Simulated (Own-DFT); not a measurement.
## Calculated data, AlN (wurtzite, strained, atoms displaced)

A calculation, not a measurement: plane-wave PBE density functional theory by an unreviewed code, no spin, of a simulated periodic cell, stress positive in tension, free energy of the whole cell less one offset for each atom, forces on such cells passed a denser k mesh, this cell's mesh not checked; offsets are fitted by least squares, one for each functional and potential file, so energies compare only between cells with the same atoms and settings and are not formation energies; the far tail of each file's local potential was reset to the Coulomb form; each entry is a single point on an unrelaxed cell, so the pressure reflects the starting lattice, mostly measured values (interpolated for alloys), from which strain is counted, and rises with the displacements; printed positions are rounded, which can move forces by about a meV/angstrom; the program, named Own-DFT, is a retired in-house code; no spin-orbit coupling. Program: Own-DFT development build.

Common to all runs: functional PBE; potential files PseudoDojo norm-conserving, scalar-relativistic, standard set; wave cutoff 42 hartree; occupations Fermi-Dirac; smearing width 0.1 eV; hardware one NVIDIA H100; k mesh 2 x 2 x 2 centred on Gamma.

(1) AlN (wurtzite, strained, atoms displaced)

```cif
# cell vector a (Å): 12.6375 -0.0653 -0.1129
# cell vector b (Å): -6.3753 10.6860 -0.0608
# cell vector c (Å): -0.0904 -0.1084 10.0806
data_AlN
_symmetry_space_group_name_H-M 'P 1'
_symmetry_Int_Tables_number 1
_cell_length_a 12.6382
_cell_length_b 12.4434
_cell_length_c 10.0816
_cell_angle_alpha 90.546
_cell_angle_beta 91.022
_cell_angle_gamma 121.112
_cell_volume 1356.86
loop_
_atom_site_label
_atom_site_type_symbol
_atom_site_fract_x
_atom_site_fract_y
_atom_site_fract_z
_atom_site_occupancy
Al1 Al 0.08658 0.16089 0.00333 1
Al2 Al 0.16507 0.07619 0.24948 1
N1 N 0.08231 0.16332 0.19755 1
N2 N 0.16476 0.07753 0.43616 1
Al3 Al 0.08489 0.16112 0.50483 1
Al4 Al 0.16901 0.08236 0.75055 1
N3 N 0.07695 0.16543 0.69266 1
N4 N 0.16787 0.08762 0.94039 1
Al5 Al 0.08404 0.41961 0.99407 1
Al6 Al 0.17742 0.33667 0.25362 1
N5 N 0.07418 0.40674 0.19690 1
N6 N 0.15982 0.33080 0.44678 1
Al7 Al 0.08417 0.41965 0.49725 1
Al8 Al 0.15500 0.33336 0.74460 1
N7 N 0.08849 0.42305 0.69173 1
N8 N 0.16692 0.33551 0.93707 1
Al9 Al 0.08045 0.66717 0.00071 1
Al10 Al 0.16133 0.58004 0.25341 1
N9 N 0.08119 0.66610 0.18529 1
N10 N 0.16778 0.59091 0.44144 1
Al11 Al 0.08482 0.66424 0.49962 1
Al12 Al 0.16947 0.58770 0.74353 1
N11 N 0.07753 0.67173 0.68512 1
N12 N 0.16360 0.57426 0.93507 1
Al13 Al 0.08008 0.90869 0.00658 1
Al14 Al 0.16743 0.83390 0.24572 1
N13 N 0.08340 0.91442 0.18841 1
N14 N 0.17128 0.83732 0.44224 1
Al15 Al 0.08037 0.91850 0.50703 1
Al16 Al 0.16660 0.82890 0.74854 1
N15 N 0.07781 0.91400 0.68058 1
N16 N 0.16624 0.83778 0.93985 1
Al17 Al 0.33303 0.16999 0.99459 1
Al18 Al 0.41119 0.08070 0.26127 1
N17 N 0.32985 0.16684 0.18752 1
N18 N 0.41758 0.08713 0.43521 1
Al19 Al 0.33326 0.17057 0.50652 1
Al20 Al 0.42522 0.08539 0.74772 1
N19 N 0.33738 0.16426 0.69339 1
N20 N 0.42532 0.08824 0.94281 1
Al21 Al 0.32892 0.41493 0.99937 1
Al22 Al 0.41702 0.33141 0.24466 1
N21 N 0.33554 0.41567 0.18832 1
N22 N 0.41522 0.32745 0.44325 1
Al23 Al 0.33372 0.42337 0.49773 1
Al24 Al 0.41213 0.33438 0.75071 1
N23 N 0.32237 0.40713 0.68840 1
N24 N 0.40878 0.33032 0.93654 1
Al25 Al 0.33635 0.67024 0.99911 1
Al26 Al 0.40978 0.57849 0.25585 1
N25 N 0.33300 0.66987 0.18732 1
N26 N 0.41849 0.57793 0.43236 1
Al27 Al 0.32636 0.66516 0.50758 1
Al28 Al 0.41407 0.58447 0.75451 1
N27 N 0.33625 0.67088 0.69209 1
N28 N 0.42271 0.58913 0.93876 1
Al29 Al 0.33957 0.92418 0.00079 1
Al30 Al 0.41410 0.83477 0.25374 1
N29 N 0.32856 0.91165 0.19122 1
N30 N 0.42247 0.83606 0.43927 1
Al31 Al 0.33164 0.91415 0.50233 1
Al32 Al 0.40731 0.82559 0.75552 1
N31 N 0.32646 0.91632 0.68160 1
N32 N 0.41708 0.83363 0.93456 1
Al33 Al 0.58361 0.17410 0.99782 1
Al34 Al 0.67416 0.08568 0.24269 1
N33 N 0.58780 0.17156 0.18908 1
N34 N 0.66457 0.08996 0.44757 1
Al35 Al 0.58610 0.16828 0.50198 1
Al36 Al 0.66550 0.08103 0.74617 1
N35 N 0.58031 0.16496 0.69847 1
N36 N 0.65900 0.08143 0.93810 1
Al37 Al 0.57832 0.41462 0.00058 1
Al38 Al 0.66728 0.33377 0.25224 1
N37 N 0.58242 0.41392 0.18078 1
N38 N 0.66590 0.33104 0.43772 1
Al39 Al 0.58168 0.41248 0.50949 1
Al40 Al 0.67105 0.33857 0.75486 1
N39 N 0.58587 0.41608 0.69309 1
N40 N 0.66957 0.32677 0.93873 1
Al41 Al 0.58091 0.66525 0.00482 1
Al42 Al 0.66612 0.58821 0.24847 1
N41 N 0.58361 0.66439 0.18638 1
N42 N 0.66710 0.58978 0.44283 1
Al43 Al 0.58392 0.66283 0.49801 1
Al44 Al 0.66724 0.58533 0.74501 1
N43 N 0.58358 0.66739 0.69017 1
N44 N 0.65178 0.57142 0.94213 1
Al45 Al 0.57861 0.91754 0.98933 1
Al46 Al 0.66979 0.84073 0.25145 1
N45 N 0.58054 0.91029 0.19656 1
N46 N 0.67498 0.83650 0.43990 1
Al47 Al 0.58387 0.91462 0.49666 1
Al48 Al 0.66071 0.82575 0.75533 1
N47 N 0.58279 0.91618 0.68903 1
N48 N 0.66984 0.83487 0.94218 1
Al49 Al 0.83262 0.17026 0.00125 1
Al50 Al 0.91201 0.07879 0.24963 1
N49 N 0.83642 0.16681 0.17743 1
N50 N 0.91771 0.08193 0.43766 1
Al51 Al 0.83463 0.16935 0.49510 1
Al52 Al 0.91711 0.08693 0.73855 1
N51 N 0.82917 0.16061 0.69448 1
N52 N 0.91393 0.07786 0.94144 1
Al53 Al 0.83822 0.42457 0.99378 1
Al54 Al 0.91417 0.32862 0.24554 1
N53 N 0.83156 0.41260 0.18806 1
N54 N 0.92168 0.33355 0.44211 1
Al55 Al 0.83787 0.41479 0.49686 1
Al56 Al 0.90883 0.33186 0.75218 1
N55 N 0.83383 0.42145 0.69604 1
N56 N 0.91462 0.33443 0.94048 1
Al57 Al 0.82959 0.66668 0.00327 1
Al58 Al 0.92719 0.58137 0.24235 1
N57 N 0.82885 0.66850 0.19573 1
N58 N 0.91871 0.58246 0.44401 1
Al59 Al 0.83641 0.67040 0.50500 1
Al60 Al 0.91953 0.58091 0.75774 1
N59 N 0.83842 0.66580 0.69894 1
N60 N 0.90982 0.57885 0.94555 1
Al61 Al 0.84122 0.91900 0.99053 1
Al62 Al 0.92502 0.83292 0.24180 1
N61 N 0.83918 0.92209 0.20449 1
N62 N 0.92239 0.83207 0.44457 1
Al63 Al 0.82561 0.91651 0.51239 1
Al64 Al 0.91710 0.84277 0.74524 1
N63 N 0.83290 0.91736 0.68773 1
N64 N 0.91783 0.83284 0.94423 1
```

* free energy of cell above offsets: -52.885 eV
* pressure: 3.01 GPa
* stress xx: 1.02 GPa
* stress yy: -8.72 GPa
* stress zz: -1.33 GPa
* stress yz: -2.34 GPa
* stress xz: -2.19 GPa
* stress xy: -2.42 GPa
* wall time: 397.9 s

Force:
```tsv
element	x (eV/Å)	y (eV/Å)	z (eV/Å)
Al	-2.135	1.191	0.278
Al	-0.606	1.962	0.291
N	0.529	0.239	-0.831
N	0.103	1.251	1.089
Al	-0.769	0.26	-1.172
Al	-0.495	0.081	0.029
N	1.743	-0.19	-0.67
N	0.748	-1.903	-0.416
Al	0.314	-2.441	1.384
Al	-2.166	-1.715	0.091
N	1.795	1.897	-0.941
N	1.378	0.899	-0.771
Al	0.5	-0.448	0.585
Al	2.206	-0.308	1.089
N	-2.186	-0.565	-1.255
N	-0.676	-0.609	0.308
Al	1.025	-0.212	-0.884
Al	0.774	0.262	-1.182
N	1.509	0.255	0.106
N	0.715	-1.433	-0.186
Al	-2.002	1.775	-0.079
Al	-1.005	-0.057	1.083
N	2.053	-2.067	0.883
N	-0.628	3.615	-0.207
Al	-0.044	1.88	-1.509
Al	-0.098	-0.04	1.631
N	1.01	-0.634	-0.194
N	-0.869	-1.037	-0.981
Al	1.423	-0.709	-2.45
Al	-1.473	2.264	0.014
N	0.816	0.697	3.592
N	1.042	-0.877	-0.134
Al	0.801	-1.173	0.87
Al	0.767	1.071	-3.092
N	0.593	-1.141	-0.169
N	0.01	-0.473	3.043
Al	0.437	-1.848	-0.754
Al	-1.978	-0.877	0.988
N	-0.882	0.082	0.035
N	-2.364	-0.687	-0.981
Al	0.457	0.579	-0.514
Al	0.534	0.362	0.987
N	-0.233	-0.027	0.032
N	-0.7	2.092	-0.708
Al	0.503	-2.854	0.951
Al	0.668	-0.04	-0.3
N	0.331	1.802	-0.024
N	0.476	1.086	0.299
Al	-0.189	-1.082	0.266
Al	0.937	1.794	-2.57
N	-0.321	-1.457	0.603
N	-1.468	1.721	2.104
Al	2.054	1.299	-1.526
Al	0.956	-0.926	-0.639
N	-0.334	-2.21	-0.591
N	-1.716	-0.88	0.297
Al	-0.368	-0.586	0.193
Al	0.769	0.077	-0.246
N	0.481	0.825	-0.55
N	-1.449	-1.158	0.652
Al	0.578	1.058	-1.47
Al	0.673	3.634	-1.718
N	1.438	-0.52	2.357
N	-1.462	-0.212	1.135
Al	1.777	-1.771	1.529
Al	-1.828	-0.107	0.486
N	-0.263	-1.728	0.158
N	2.053	-1.085	-1.472
Al	-1.413	-0.034	0.289
Al	-0.507	0.161	0.89
N	1.856	1.202	-1.913
N	0.87	0.853	0.072
Al	0.662	-1.335	-0.807
Al	-0.285	0.491	-0.673
N	-0.134	0.224	2.091
N	0.139	1.092	1.087
Al	0.285	0.62	-1.671
Al	-0.444	-0.906	-0.213
N	-0.889	-0.309	0.244
N	-1.117	3.284	-0.29
Al	0.973	0.525	-0.5
Al	0.339	-0.961	0.517
N	-1.318	0.545	1.473
N	1.256	-1.749	-0.106
Al	-0.631	1.402	0.219
Al	0.474	-0.093	1.224
N	-0.575	-1.529	-0.63
N	1.278	2.753	-1.026
Al	2.013	0.066	1.551
Al	1.389	-1.47	-0.232
N	-0.876	1.274	-1.272
N	-2.67	-1.222	0.015
Al	0.661	0.704	0.625
Al	-0.067	2.27	-0.305
N	-0.301	-1.503	0.217
N	-0.449	-0.364	-0.019
Al	0.294	-1.442	-2.303
Al	1.124	2.681	0.446
N	-0.336	-0.831	2.753
N	-1.007	0.409	1.275
Al	0.496	-1.139	0.929
Al	-0.35	-0.907	2.393
N	-0.304	1.582	-1.207
N	0.141	2.358	-1.057
Al	-0.358	-3.866	1.828
Al	-0.553	0.384	0.574
N	0.478	0.441	-0.058
N	-1.177	0.167	-0.688
Al	-1.13	0.378	0.401
Al	1.091	0.134	-0.158
N	0.665	-1.64	-1.178
N	0.253	0.504	-0.353
Al	-0.908	-0.961	-0.124
Al	-3.517	-0.527	1.889
N	1.902	-1.136	-1.376
N	0.033	-0.085	-1.111
Al	0.521	-0.67	-0.297
Al	-1.161	1.618	-0.655
N	-1.145	0.316	-0.354
N	0.569	3.235	-0.709
Al	-1.559	-0.765	2.169
Al	-2.605	0.592	2.685
N	0.208	-3.183	-2.674
N	-1.66	0.309	-0.74
Al	2.782	0.512	-3.098
Al	1.35	-1.667	0.601
N	-0.93	-0.465	1.97
N	0.011	-0.246	-0.878
```

(2) AlN (wurtzite, strained, atoms displaced)

```cif
# cell vector a (Å): 12.2318 0.1740 -0.0482
# cell vector b (Å): -5.9652 10.6044 -0.1392
# cell vector c (Å): -0.0386 -0.1510 10.1226
data_AlN
_symmetry_space_group_name_H-M 'P 1'
_symmetry_Int_Tables_number 1
_cell_length_a 12.2331
_cell_length_b 12.1678
_cell_length_c 10.1238
_cell_angle_alpha 91.293
_cell_angle_beta 90.456
_cell_angle_gamma 118.538
_cell_volume 1323.20
loop_
_atom_site_label
_atom_site_type_symbol
_atom_site_fract_x
_atom_site_fract_y
_atom_site_fract_z
_atom_site_occupancy
Al1 Al 0.09052 0.17052 0.99805 1
Al2 Al 0.16268 0.07480 0.25758 1
N1 N 0.07185 0.15632 0.19803 1
N2 N 0.16609 0.06968 0.42923 1
Al3 Al 0.07932 0.16727 0.49498 1
Al4 Al 0.16371 0.07721 0.75005 1
N3 N 0.07425 0.15138 0.69177 1
N4 N 0.16043 0.07649 0.93979 1
Al5 Al 0.08701 0.41441 0.00080 1
Al6 Al 0.15846 0.32903 0.24444 1
N5 N 0.09284 0.43102 0.18578 1
N6 N 0.17019 0.32749 0.44156 1
Al7 Al 0.08010 0.40593 0.50217 1
Al8 Al 0.16466 0.32849 0.75160 1
N7 N 0.08851 0.42291 0.68714 1
N8 N 0.16368 0.33693 0.93529 1
Al9 Al 0.07814 0.66367 0.99828 1
Al10 Al 0.16907 0.58239 0.24152 1
N9 N 0.08772 0.66075 0.19021 1
N10 N 0.17794 0.58463 0.43158 1
Al11 Al 0.08189 0.66868 0.49946 1
Al12 Al 0.15822 0.57754 0.74674 1
N11 N 0.07458 0.66003 0.69613 1
N12 N 0.16903 0.57993 0.95358 1
Al13 Al 0.08644 0.92131 0.99979 1
Al14 Al 0.16986 0.83411 0.24931 1
N13 N 0.08675 0.91605 0.19596 1
N14 N 0.16187 0.82622 0.44531 1
Al15 Al 0.08394 0.91787 0.50306 1
Al16 Al 0.15777 0.83451 0.74758 1
N15 N 0.07842 0.91254 0.69014 1
N16 N 0.16688 0.83620 0.94798 1
Al17 Al 0.33828 0.17358 0.00122 1
Al18 Al 0.41558 0.09540 0.24781 1
N17 N 0.33502 0.16955 0.19941 1
N18 N 0.41513 0.08272 0.43978 1
Al19 Al 0.33435 0.17177 0.50129 1
Al20 Al 0.42592 0.09201 0.74186 1
N19 N 0.33285 0.17220 0.68984 1
N20 N 0.41325 0.08664 0.94077 1
Al21 Al 0.33166 0.41064 0.00330 1
Al22 Al 0.41214 0.32842 0.24466 1
N21 N 0.34357 0.42149 0.18309 1
N22 N 0.42082 0.33373 0.43825 1
Al23 Al 0.33588 0.41458 0.49496 1
Al24 Al 0.41767 0.33158 0.74724 1
N23 N 0.32771 0.40710 0.69523 1
N24 N 0.41026 0.33671 0.93233 1
Al25 Al 0.33698 0.66428 0.99682 1
Al26 Al 0.41365 0.58311 0.25270 1
N25 N 0.33468 0.65923 0.18050 1
N26 N 0.42523 0.57911 0.43752 1
Al27 Al 0.33055 0.66728 0.49796 1
Al28 Al 0.42297 0.58522 0.75285 1
N27 N 0.34313 0.67382 0.68096 1
N28 N 0.42362 0.58291 0.94486 1
Al29 Al 0.33625 0.91609 0.99740 1
Al30 Al 0.41878 0.83842 0.24920 1
N29 N 0.32870 0.91469 0.19815 1
N30 N 0.42232 0.83931 0.44484 1
Al31 Al 0.33118 0.91453 0.49671 1
Al32 Al 0.42019 0.83087 0.75133 1
N31 N 0.33826 0.91956 0.69061 1
N32 N 0.41262 0.83299 0.94008 1
Al33 Al 0.57705 0.16505 0.99937 1
Al34 Al 0.66189 0.08222 0.25346 1
N33 N 0.58670 0.16839 0.18626 1
N34 N 0.66841 0.07853 0.43837 1
Al35 Al 0.58672 0.16242 0.50072 1
Al36 Al 0.66807 0.08666 0.74638 1
N35 N 0.58060 0.15745 0.69358 1
N36 N 0.67196 0.08812 0.94706 1
Al37 Al 0.58871 0.41926 0.99486 1
Al38 Al 0.67102 0.33181 0.23857 1
N37 N 0.57406 0.40262 0.18883 1
N38 N 0.68152 0.33937 0.44733 1
Al39 Al 0.59341 0.41994 0.50120 1
Al40 Al 0.65990 0.33096 0.74568 1
N39 N 0.57882 0.41517 0.69276 1
N40 N 0.66406 0.33145 0.94786 1
Al41 Al 0.58417 0.66522 0.00282 1
Al42 Al 0.66408 0.58053 0.24281 1
N41 N 0.58201 0.66663 0.18880 1
N42 N 0.66839 0.58688 0.44079 1
Al43 Al 0.58780 0.67020 0.50510 1
Al44 Al 0.66719 0.58536 0.74985 1
N43 N 0.58444 0.67969 0.68413 1
N44 N 0.67531 0.58875 0.93991 1
Al45 Al 0.58843 0.92765 0.99783 1
Al46 Al 0.66250 0.83224 0.25446 1
N45 N 0.58606 0.91761 0.19136 1
N46 N 0.66689 0.83877 0.44207 1
Al47 Al 0.57812 0.90986 0.50673 1
Al48 Al 0.67352 0.83963 0.75486 1
N47 N 0.57766 0.90939 0.69325 1
N48 N 0.66486 0.83166 0.93116 1
Al49 Al 0.83003 0.16356 0.00726 1
Al50 Al 0.91376 0.08356 0.24766 1
N49 N 0.83144 0.16878 0.18432 1
N50 N 0.91679 0.09057 0.44002 1
Al51 Al 0.82849 0.16204 0.50221 1
Al52 Al 0.90535 0.08511 0.75468 1
N51 N 0.83941 0.17893 0.69106 1
N52 N 0.91306 0.08124 0.94455 1
Al53 Al 0.83508 0.41413 0.00268 1
Al54 Al 0.91987 0.33232 0.24659 1
N53 N 0.83576 0.41437 0.19436 1
N54 N 0.91164 0.33797 0.43768 1
Al55 Al 0.83130 0.41192 0.50496 1
Al56 Al 0.91198 0.31846 0.74207 1
N55 N 0.83114 0.41547 0.68969 1
N56 N 0.91770 0.33277 0.94427 1
Al57 Al 0.83394 0.66329 0.99637 1
Al58 Al 0.91824 0.58373 0.24697 1
N57 N 0.82993 0.66581 0.19585 1
N58 N 0.91314 0.58673 0.43683 1
Al59 Al 0.83259 0.66904 0.49290 1
Al60 Al 0.91605 0.57598 0.74967 1
N59 N 0.83384 0.66821 0.69233 1
N60 N 0.91854 0.58485 0.95344 1
Al61 Al 0.82646 0.91568 0.00056 1
Al62 Al 0.91718 0.83217 0.24756 1
N61 N 0.84172 0.92680 0.19497 1
N62 N 0.90980 0.82926 0.43780 1
Al63 Al 0.83704 0.91560 0.49987 1
Al64 Al 0.92169 0.83680 0.75884 1
N63 N 0.83574 0.92052 0.68432 1
N64 N 0.91960 0.83794 0.94554 1
```

* free energy of cell above offsets: -48.560 eV
* pressure: 9.17 GPa
* stress xx: -15.34 GPa
* stress yy: -11.97 GPa
* stress zz: -0.21 GPa
* stress yz: -4.69 GPa
* stress xz: -1.05 GPa
* stress xy: 5.44 GPa
* wall time: 405.4 s

Force:
```tsv
element	x (eV/Å)	y (eV/Å)	z (eV/Å)
Al	-2.086	-0.933	0.579
Al	-0.089	1.399	-2.136
N	2.103	2.297	-1.766
N	-0.818	2.331	3.612
Al	1.485	-1.445	0.963
Al	0.479	0.898	0.415
N	-1.095	2.16	-0.607
N	1.452	2.267	-0.364
Al	-2.527	1.279	0.342
Al	1.553	0.676	0.772
N	-0.288	-5.791	-0.132
N	-0.781	0.419	-1.175
Al	-0.362	2.167	-0.993
Al	0.227	-0.157	-0.86
N	-0.582	-3.653	-0.264
N	2.528	-1.958	0.548
Al	2.342	1.354	1.306
Al	1.493	2.684	1.874
N	-2.757	1.793	-0.496
N	-2.681	-1.574	0.56
Al	0.403	-2.149	-0.093
Al	2.088	2.557	1.683
N	0.686	1.44	-1.065
N	-0.64	0.386	-2.76
Al	-0.452	-1.237	1.852
Al	-0.458	-1.751	0.754
N	-1.019	-0.914	-1.481
N	0.392	1.516	-0.734
Al	-0.668	-1.505	-0.551
Al	3.683	-0.945	1.361
N	-0.553	1.015	-0.751
N	0.435	-0.983	-1.608
Al	-1.408	-0.479	0.126
Al	3.604	-2.951	1.591
N	-3.348	-0.838	-2.955
N	0.784	0.589	0.06
Al	0.064	-0.761	-0.439
Al	-2.779	-2.735	1.355
N	0.335	-2.04	-0.476
N	1.245	-0.644	-0.68
Al	-1.512	2.422	-0.73
Al	0.48	2.145	1.95
N	-2.175	-1.725	0.95
N	0.694	-0.247	-0.189
Al	-0.059	0.812	1.334
Al	-1.159	0.779	0.663
N	-0.2	1.949	-1.35
N	3.139	-1.307	0.476
Al	-0.498	0.502	0.425
Al	1.596	0.031	0.041
N	-1.07	2.228	1.169
N	-1.691	0.534	0.257
Al	2.418	0.534	0.092
Al	-0.848	-0.541	-0.482
N	-1.272	-2.271	1.437
N	-0.517	-0.829	-1.54
Al	-2.104	0.607	0.989
Al	0.648	-1.436	0.349
N	1.005	1.937	-1.502
N	-0.781	-1.699	-1.744
Al	-0.339	0.646	0.989
Al	-1.696	0.51	0.34
N	-1.391	-0.227	-0.099
N	2.364	-0.189	-0.295
Al	0.756	0.434	0.344
Al	1.32	0.249	-0.398
N	-1.335	-1.081	0.321
N	-0.689	-0.177	0.812
Al	-1.32	0.782	-0.576
Al	1.391	-1.871	1.659
N	0.191	3.017	-1.616
N	-1.367	-0.209	-2.197
Al	-2.237	0.214	0.985
Al	-0.1	0.622	1.855
N	0.596	2.18	-0.879
N	-3.586	-3.196	-1.653
Al	-1.377	0.083	-0.632
Al	1.786	0.209	1.107
N	0.433	0.684	-0.58
N	1.259	-0.317	-1.973
Al	0.012	0.943	0.076
Al	-0.1	-0.564	1.424
N	0.087	0.18	-0.01
N	0.213	-1.141	-0.605
Al	-0.592	0.281	-1.297
Al	-0.054	0.945	-0.368
N	1.353	-2.215	1.715
N	-1.291	-1.488	-0.486
Al	-0.245	-2.451	0.556
Al	1.578	0.272	0.187
N	-1.09	0.258	-1.049
N	1.228	-1.048	-0.347
Al	0.587	1.244	0.151
Al	-0.004	-0.347	-1.737
N	1.197	2.847	-0.09
N	-0.163	0.202	2.341
Al	0.833	1.641	-0.923
Al	-1.042	0.865	1.296
N	-0.131	-0.502	2.041
N	0.626	-1.453	-0.429
Al	-0.035	1.609	-0.738
Al	3.058	-1.063	0.307
N	-1.616	-9.041	-3.089
N	0.44	0.435	-0.847
Al	-0.436	0.368	0.376
Al	0.067	0.8	0.619
N	-0.586	0.583	-1.334
N	3.344	-1.994	-0.133
Al	0.978	3.692	0.298
Al	-0.061	10.66	4.138
N	0.023	-1.602	0.715
N	0.682	-0.869	-1.221
Al	-0.398	2.315	1.607
Al	0.59	0.06	0.785
N	0.272	-0.291	-1.703
N	1.872	-1.123	0.287
Al	-0.088	-0.215	1.44
Al	-1.656	0.993	0.925
N	0.083	-0.257	-0.024
N	-0.06	-2.107	-2.355
Al	1.102	0.394	0.926
Al	-0.01	0.604	0.484
N	-1.417	-3.396	-1.236
N	1.909	1.129	-0.382
Al	-1.799	1.095	-0.162
Al	-1.499	-0.711	-0.636
N	-0.357	-0.156	1.29
N	-0.149	-0.957	-0.257
```
